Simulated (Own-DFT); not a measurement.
Hf36O71 (tetragonal hafnia with one neutral oxygen vacancy, atoms displaced) (calculated)

A calculation, not a measurement: plane-wave PBE and HSE06 DFT by an unreviewed code, no spin, of a simulated cell at Gamma alone, so results move with cell size and shape, stress positive in tension, energies less offsets, not probed for a lower state with spin; hafnium file: forces about 75 meV/angstrom off all-electron values; oxygen file: force components 24 meV/angstrom off all-electron in a glass; k mesh not checked against a denser one; forces and stress are PBE's, HSE06 gives the energy alone, and its difference from PBE has offsets of its own; offsets are fitted by least squares, one for each functional and potential file, so energies compare only between cells with the same atoms and settings and are not formation energies; the far tail of each file's local potential was reset to the Coulomb form; each entry is a single point on an unrelaxed cell, so the pressure reflects the starting lattice, taken from the Materials Project, from which strain is counted, and rises with the displacements; printed positions are rounded, which can move forces by about a meV/angstrom; the program is a retired in-house code; no spin-orbit coupling. Program: Own-DFT development build.

Settings shared by all entries: first functional PBE; second functional HSE06; exact exchange share 0.25; screening 0.11 1/bohr; exchange divergence Gygi-Baldereschi; potential files PseudoDojo norm-conserving, scalar-relativistic, made for PBE, standard set; wave cutoff 48 hartree; occupations fixed; k mesh 1 x 1 x 1 centred on Gamma.

(1) 
```xyz
107
Lattice="10.7800 0.0000 0.0000 0.0000 10.7800 0.0000 0.0000 0.0000 10.4493" Properties=species:S:1:pos:R:3:force_x:R:1:force_y:R:1:force_z:R:1 formula=Hf36O71 PBE_energy_of_cell_above_offsets=-97.503 HSE06_less_PBE_above_offsets=0.012 PBE_pressure=2.21 PBE_stress_xx=-1.56 PBE_stress_yy=-2.34 PBE_stress_zz=-2.73 PBE_stress_yz=0.17 PBE_stress_xz=-0.2 PBE_stress_xy=0
Hf     0.1067     0.0036     0.0321     -2.654       1.14     -1.612
Hf     1.8258     1.8306     2.6139      -0.86      0.752      0.504
O     10.7555     1.8546     1.5430      1.084     -0.426      0.932
O      1.8009    10.6964     3.6405       0.25      1.617      0.213
O     10.7389     1.7466     4.2805      0.559      0.146     -1.015
O      1.7423    10.7276     1.0555      1.759      0.672      0.252
Hf    10.6660    10.7629     5.2292       1.23      1.426      1.236
Hf     1.8101     1.8143     7.8761     -0.759     -0.081     -0.956
O      0.0121     1.8143     6.7983       0.25      -0.61      0.234
O      1.8487    10.7736     8.7721     -0.132     -0.015      1.685
O     10.7487     1.8525     9.4299      0.386     -1.285      0.231
O      1.8671    10.7026     6.2692     -1.012       0.33     -1.081
Hf    10.7250     3.6564     0.0882     -0.037     -0.267     -1.232
Hf     1.8253     5.4023     2.5545      -0.75      0.317       1.33
O      0.0586     5.2723     1.6091     -0.657       0.74     -0.354
O      1.8352     3.6531     3.6782     -0.516     -1.083     -0.867
O      0.0084     5.4682     4.1434     -0.586     -0.829      1.022
O      1.7785     3.5567     1.0018      1.259     -0.021      0.357
Hf     0.0040     3.5353     5.2791      0.127      1.406     -1.224
Hf     1.8257     5.3447     7.8336     -0.334      0.098      0.018
O      0.0212     5.3883     6.8631     -0.002     -0.342     -0.366
O      1.8162     3.5263     8.8470      0.013       1.53      0.267
O     10.7558     5.4300     9.3792      0.173     -0.287      0.826
O      1.7078     3.5900     6.2372      1.719      0.368      0.294
Hf    10.7745     7.2414    10.3862      0.195     -1.145      0.595
Hf     1.7580     9.0221     2.6243      1.544     -1.618     -1.091
O     10.7638     8.9168     1.6254      0.441      0.157     -0.147
O      1.7426     7.2384     3.6672      0.625       0.32     -0.499
O     10.6699     9.0049     4.2801     -0.026      1.439     -1.495
O      1.8225     7.2098     1.0129     -0.436     -0.647     -0.354
Hf    10.7705     7.3196     5.1755      1.568     -4.062      0.506
Hf     1.7402     8.9972     7.7379      2.715     -0.291      1.482
O      0.0793     8.9828     6.8080     -2.862     -0.091     -1.057
O      1.8197     7.1852     8.7880     -0.062      0.108      0.306
O     10.7730     8.9841     9.4107      0.048      0.676      -0.38
O      1.9080     7.1996     6.2287     -2.388      0.256      0.437
Hf     3.5607     0.0930    10.4399      1.563     -1.804      0.561
Hf     5.3768     1.8396     2.6546      0.968     -1.037     -0.848
O      3.5963     1.8176     1.6730     -0.297     -0.703     -0.736
O      5.3782    10.7473     3.6706     -0.799      0.977     -0.033
O      3.5323     1.8616     4.2049      0.329     -1.434     -0.256
O      5.4889     0.0512     1.1159     -1.671      0.464     -0.912
Hf     3.6082    10.7728     5.1875      0.039     -0.696      0.344
Hf     5.4551     1.7957     7.8509     -1.026     -0.806     -0.571
O      3.5451     1.9345     6.8848      1.142     -0.471     -0.309
O      5.4505     0.0442     8.9093     -0.626     -0.698     -0.395
O      3.5832     1.8427     9.4608     -0.063     -0.967     -0.011
O      5.4047    10.7548     6.2124     -0.568      0.207      0.434
Hf     3.6089     3.6108    10.3843     -0.521      0.239      1.149
Hf     5.3488     5.3906     2.6694      1.667      0.797     -1.363
O      3.6399     5.3549     1.6733     -0.842      0.086     -1.251
O      5.4074     3.6384     3.6194      0.343     -1.144      0.849
O      3.5786     5.3757     4.2615      0.155        0.9     -0.416
O      5.3639     3.5855     0.9892     -0.457     -0.661      0.238
Hf     3.5695     3.5930     5.1937     -0.842      0.503      1.253
Hf     5.4324     5.3574     7.7879     -0.336     -0.197      1.242
O      3.6626     5.4094     6.8241     -0.798      -0.44      0.088
O      5.4747     3.4795     8.8696      -0.71      2.239     -0.348
O      3.5592     5.3157     9.3631      0.495      1.019      0.512
O      5.3474     3.5685     6.2117      1.285      0.263        0.1
Hf     3.6089     7.2112    10.4323      0.442      0.254      0.411
Hf     5.3550     8.9672     2.6272      0.395      0.147     -1.438
O      3.5866     8.9754     1.4878     -0.416      0.613      1.985
O      5.3569     7.1910     3.5968       0.01      0.538      1.077
O      5.3809     7.2565     1.0823     -0.061     -0.242     -1.067
Hf     3.5601     7.2126     5.2440      0.332       0.07     -1.689
Hf     5.3292     8.9519     7.8084      1.078      0.822      1.099
O      3.6330     9.0139     6.8269     -0.639     -0.206     -0.578
O      5.4211     7.1904     8.8853      -0.42     -0.454      -0.96
O      3.5981     8.9945     9.4967      0.405      0.697     -0.911
O      5.3214     7.1891     6.1793      2.206      0.005      0.997
Hf     7.2034     0.0099    10.4351      0.445     -0.161      0.186
Hf     8.9912     1.7214     2.5716      0.197      0.567     -0.126
O      7.2429     1.8563     1.6246     -0.878     -0.164     -0.118
O      8.9147     0.0115     3.6822      1.124     -0.323      0.068
O      7.2411     1.7344     4.2636     -0.785      1.172     -0.774
O      9.0948    10.7634     1.0022     -0.763       0.22      0.159
Hf     7.2055    10.7705     5.2083     -0.583     -0.481      0.586
Hf     8.9972     1.8640     7.8139      0.353     -1.073       1.08
O      7.1413     1.7944     6.7518      0.755       0.66      0.396
O      8.8893     0.0335     8.8294      0.326     -0.686     -0.211
O      7.1781     1.8584     9.4227      0.047     -1.888     -0.281
O      8.9472     0.0377     6.3469      0.673     -0.705     -1.069
Hf     7.1298     3.5672    10.4092      1.036      1.585      1.229
Hf     8.9831     5.3627     2.6119     -0.306     -0.842     -0.852
O      7.1087     5.3415     1.5035      0.537      0.362      1.602
O      8.9599     3.5009     3.5339     -0.161      1.217      1.485
O      7.2141     5.4816     4.2218      0.438     -1.041      0.077
O      8.9995     3.6768     1.0607     -0.838      0.021     -0.583
Hf     7.2013     3.4854     5.2807      -0.04      0.777     -0.713
Hf     8.9607     5.3939     7.7835      1.569     -0.423      1.772
O      7.2157     5.3233     6.7856     -0.678      0.405     -0.549
O      8.9437     3.5331     8.8876      0.121      1.612     -0.282
O      7.1580     5.3577     9.4100     -0.086        0.6     -0.611
O      9.0486     3.5046     6.3134     -1.498      0.552     -0.674
Hf     7.2263     7.2681    10.4043     -1.046     -1.367      0.972
Hf     9.0105     8.9539     2.6637     -1.721      1.464     -1.932
O      7.1905     9.0191     1.5552      0.611       -0.2      0.315
O      9.0828     7.2312     3.5127     -0.407     -1.202      1.747
O      7.2525     9.0781     4.1329     -0.251     -2.492       0.83
O      8.9700     7.1857     0.9756      0.785     -0.287      0.181
Hf     7.1822     7.1761     5.2632     -0.154      0.874     -0.592
Hf     8.9915     8.9859     7.8020     -0.689      0.767      1.453
O      7.2010     8.9840     6.8053     -0.021      -0.83     -0.178
O      8.9246     7.1673     8.8767      0.072      0.669     -0.704
O      7.1797     9.0013     9.4105      0.202      0.344     -0.351
O      9.1048     7.0758     6.3012     -2.016      1.019     -0.785
```

Units: PBE_energy_of_cell_above_offsets, HSE06_less_PBE_above_offsets in eV; PBE_pressure, PBE_stress_xx, PBE_stress_yy, PBE_stress_zz, PBE_stress_yz, PBE_stress_xz, PBE_stress_xy in GPa; force_x, force_y, force_z in eV/Å.

(2) 
```xyz
107
Lattice="10.7800 0.0000 0.0000 0.0000 10.7800 0.0000 0.0000 0.0000 10.4493" Properties=species:S:1:pos:R:3:force_x:R:1:force_y:R:1:force_z:R:1 formula=Hf36O71 PBE_energy_of_cell_above_offsets=-96.891 HSE06_less_PBE_above_offsets=0.078 PBE_pressure=2.21 PBE_stress_xx=-2.17 PBE_stress_yy=-1.9 PBE_stress_zz=-2.56 PBE_stress_yz=0.47 PBE_stress_xz=-0.32 PBE_stress_xy=-0.02
Hf    10.6749     0.0155    10.4367      0.907       0.82     -0.404
Hf     1.9112     1.7073     2.4698     -1.344      1.216      1.587
O      0.0060     1.7982     1.5415      0.528     -0.741       0.33
O      1.8011     0.0026     3.6426      0.301      0.009      -0.67
O     10.7766     1.8780     4.2402      0.047     -1.093     -0.367
O      1.8527    10.7263     1.0756     -0.917      0.243     -0.192
Hf    10.7742     0.0782     5.2924      0.153      0.725     -1.128
Hf     1.8737     1.7500     7.8214     -0.561      0.597      0.241
O     10.7761     1.8165     6.8976     -0.151     -0.279     -0.235
O      1.8032     0.1014     8.9232     -0.387     -2.348     -0.018
O      0.0235     1.8013     9.4082     -1.048     -0.489      0.607
O      1.8357     0.0459     6.2424      0.207      -0.06       0.31
Hf    10.7324     3.5578    10.4164      0.648      1.113      0.587
Hf     1.7710     5.3998     2.6182     -0.652      0.516      0.706
O      0.0634     5.2913     1.5762     -1.853      1.096      0.229
O      1.8619     3.6569     3.6069      0.109     -1.361     -0.347
O     10.7359     5.3509     4.2434      0.382      1.212     -0.783
O      1.7922     3.6015     1.0110     -0.044     -0.288     -0.146
Hf     0.0908     3.6103     5.2514     -0.896      0.165     -0.011
Hf     1.8106     5.3655     7.8923     -0.787      0.024      -1.74
O     10.7553     5.4425     6.7852      0.472      -0.21       0.78
O      1.7972     3.5440     8.8188     -0.023      0.861       0.91
O     10.6781     5.3740     9.3847      0.696       0.13      1.236
O      1.8009     3.6071     6.2397      1.095       0.04       0.05
Hf    10.7336     7.2733     0.0162      1.753      -2.89     -1.184
Hf     1.7416     9.0311     2.5427      2.472     -0.633      1.861
O      0.0480     9.0244     1.5395     -2.012     -0.744     -0.353
O      1.8040     7.2659     3.6744       -0.6     -0.749     -0.797
O     10.7724     9.0896     4.3230     -0.281     -1.664     -1.458
O      1.8676     7.1624     0.9794     -0.759      0.757      0.035
Hf    10.7715     7.1974     5.2247      2.302     -0.442       0.29
Hf     1.8051     8.9322     7.7995       0.75      -0.24      0.243
O      0.0395     8.9572     6.7882     -0.435       0.43      0.623
O      1.7768     7.1094     8.8512     -0.056      1.435       0.68
O     10.7566     8.9146     9.3918     -0.133      1.824     -0.011
O      1.8563     7.1987     6.3298     -0.892      0.299     -1.024
Hf     3.5645    10.7703     0.0212      0.336      0.606     -1.488
Hf     5.4128     1.8184     2.5821     -0.459     -0.366        0.7
O      3.6775     1.8088     1.4358     -0.713      0.166      1.222
O      5.3829    10.7337     3.6043      0.485      1.141       0.41
O      3.5570     1.7521     4.1984      0.468      0.847     -0.819
O      5.3345     0.0037     1.0577      1.078     -0.585     -0.792
Hf     3.6206     0.0151     5.1862     -0.239      -1.62      0.434
Hf     5.3837     1.7472     7.7291     -0.009      1.603      1.568
O      3.6114     1.8777     6.8357     -0.026     -0.632     -1.624
O      5.4014    10.7515     8.7787      0.328      0.415      1.457
O      3.5797     1.8215     9.3614      0.214      0.006      0.897
O      5.4414    10.7617     6.2547      -1.39      0.145     -0.756
Hf     3.5029     3.6808     0.0090      1.503     -1.877     -1.379
Hf     5.2677     5.3708     2.6080      0.976      0.422      0.737
O      3.5939     5.4120     1.6658     -0.709     -0.592     -1.335
O      5.3974     3.5981     3.6791     -0.434      0.284     -0.658
O      3.5885     5.3848     4.2097      0.841      0.435     -0.266
O      5.4143     3.6438     0.9979     -0.688     -0.035      0.566
Hf     3.6367     3.6026     5.2086     -0.867     -0.108      0.882
Hf     5.4297     5.4655     7.8691     -0.788     -3.156       -1.6
O      3.5808     5.4632     6.8436       0.35     -0.438     -0.005
O      5.4563     3.5843     8.8203      0.083      0.166      0.159
O      3.6299     5.3914     9.3982     -0.215      0.007      0.547
O      5.3398     3.6394     6.3074      1.062      0.055     -1.455
Hf     3.6580     7.2120    10.3633     -1.882      0.376      0.061
Hf     5.4330     8.9867     2.6322     -1.791      0.391      -0.72
O      5.3605     7.3120     3.6639      0.872     -2.825     -0.434
O      3.6663     8.9092     4.2127     -0.321      2.031     -0.066
O      5.3239     7.1694     0.9800      1.624      0.252       0.67
Hf     3.6440     7.1599     5.2225     -0.564      0.355      1.312
Hf     5.4381     8.9506     7.8957     -0.371      0.577     -1.782
O      3.5851     8.9575     6.8730      0.778      0.357     -0.491
O      5.3431     7.1647     8.7658      0.067      1.275      2.471
O      3.5780     8.9971     9.3615       0.06     -0.147      1.214
O      5.4365     7.1401     6.3021      0.537      0.169     -1.128
Hf     7.1360     0.0609    10.4002     -0.074     -0.833     -0.241
Hf     8.9285     1.8261     2.5949      1.338     -0.733      1.274
O      7.1307     1.7591     1.5907      0.471      0.038     -0.957
O      8.9955    10.7608     3.6644     -0.514      0.034     -1.293
O      7.1761     1.9032     4.1895     -0.168     -1.801     -0.533
O      8.9546     0.0263     1.0726     -0.326     -0.203     -0.867
Hf     7.1729    10.6607     5.2016      1.082      2.117      0.633
Hf     8.9514     1.8398     7.8766      0.082     -0.373     -1.715
O      7.1381     1.7736     6.8224      1.573      0.268     -0.359
O      8.9361     0.0150     8.8836      0.583     -0.262      0.071
O      7.1510     1.8425     9.3544      0.705     -1.039       1.09
O      8.9957     0.0426     6.1902     -0.614     -0.317      1.205
Hf     7.2026     3.5433     0.0007     -1.151      0.811     -0.203
Hf     8.8612     5.3808     2.6353      2.744     -1.951      0.269
O      7.1626     5.2876     1.6572     -0.591        1.1     -0.391
O      8.9866     3.5888     3.5978     -0.827      0.732      0.256
O      7.2269     5.3982     4.2472     -0.332      0.425     -1.385
O      9.0015     3.5329     1.1380     -0.758      0.005     -1.636
Hf     7.1914     3.6627     5.1334      0.185     -1.891      2.643
Hf     8.9289     5.3036     7.8477      2.498      1.408     -0.868
O      7.2369     5.3872     6.8487     -0.945      0.223     -0.566
O      8.9992     3.6339     8.8813     -0.532      -1.69      0.979
O      7.1362     5.3781     9.5047      0.356      0.362      0.041
O      9.0149     3.6207     6.2161     -0.763      -0.29      0.341
Hf     7.2074     7.1408     0.0709     -1.883      0.734     -2.367
Hf     8.9740     8.8872     2.5497      0.381      2.223      2.086
O      7.2356     8.9805     1.5964     -0.824     -0.248     -0.201
O      8.9162     7.1089     3.6902      0.576      1.368     -1.454
O      7.2480     8.9558     4.2337      0.059     -0.642     -1.109
O      8.9028     7.2249     0.9507       2.18     -0.174      2.067
Hf     7.2746     7.1487     5.1717     -1.013      0.865      2.123
Hf     9.0477     8.9635     7.7941     -0.932     -0.392      0.149
O      7.1933     9.0382     6.8062      0.821     -0.239     -0.185
O      9.0061     7.1273     8.8211     -0.504      1.049      0.054
O      7.2093     8.9703     9.3656     -0.377      -0.39      1.333
O      9.0528     7.1841     6.1815     -1.686       0.73      0.778
```

Units: PBE_energy_of_cell_above_offsets, HSE06_less_PBE_above_offsets in eV; PBE_pressure, PBE_stress_xx, PBE_stress_yy, PBE_stress_zz, PBE_stress_yz, PBE_stress_xz, PBE_stress_xy in GPa; force_x, force_y, force_z in eV/Å.
